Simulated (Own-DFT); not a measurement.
# One host, several defects: C11b WSi2

No measurement is shown. These are fixed-geometry runs of a retired plane-wave code named Own-DFT, which no person has reviewed; spin and spin-orbit coupling are neglected.

Settings: PBE; PseudoDojo norm-conserving scalar-relativistic files; cutoff 50 hartree; 5 x 5 x 5 k mesh centred on Gamma; cold (Marzari-Vanderbilt) smearing of 0.2 eV.

Caveats: forces on such cells failed a check on a denser k mesh; stress not checked against mesh or cutoff.

All runs share one cell, with vectors in Å (-2.148, -5.953, 3.409); (-6.444, 2.976, 1.136); (-2.553, -2.948, -6.757) and a volume of 403.2 Å³. u is the rms random offset of the atoms per axis. The defect's site can differ from row to row.

```
cell,formula,u (Å),P (GPa)
no defect,Si20W10,0.0192,4.59
no defect,Si20W10,0.0205,4.50
no defect,Si20W10,0.0526,6.23
one Si on a W site,Si21W9,0.0288,6.39
one Si on a W site,Si21W9,0.0326,6.39
one Si on a W site,Si21W9,0.0481,7.61
one W vacancy,Si20W9,0.0277,3.22
one W vacancy,Si20W9,0.0472,5.04
one W vacancy,Si20W9,0.0508,5.15
one W on a Si site,Si19W11,0.0299,9.53
one W on a Si site,Si19W11,0.0331,?
one W on a Si site,Si19W11,0.0446,10.39
one W on a Si site,Si19W11,0.0447,10.53
one Si vacancy,Si19W10,0.0331,3.19
one Si vacancy,Si19W10,0.0440,3.64
one Si vacancy,Si19W10,0.0500,4.09
```

## Worked fit

P = P0 + c u² + a shift for each defect gives P0 = 4.13 GPa, c = 825 ± 65 GPa/Å² and a scatter of 0.19 GPa. The shifts, and each times the cell's volume:

- one W on a Si site: 4.68 ± 0.16 GPa, 11.8 eV
- one Si on a W site: 1.51 ± 0.16 GPa, 3.8 eV
- one W vacancy: -1.19 ± 0.16 GPa, -3.0 eV
- one Si vacancy: -2.01 ± 0.16 GPa, -5.0 eV

Against the defect-free cell, a freed cell would be larger where the shift is positive and smaller where it is negative (160.2 GPa Å³ is 1 eV). The atoms around the defects weren't relaxed, which would change these numbers.

## Check

Question: what pressure belongs in the blank (one W on a Si site, u = 0.0331 Å)?

The fitted form gives 9.71 ± 0.22 GPa. Computed: 10.12 GPa.
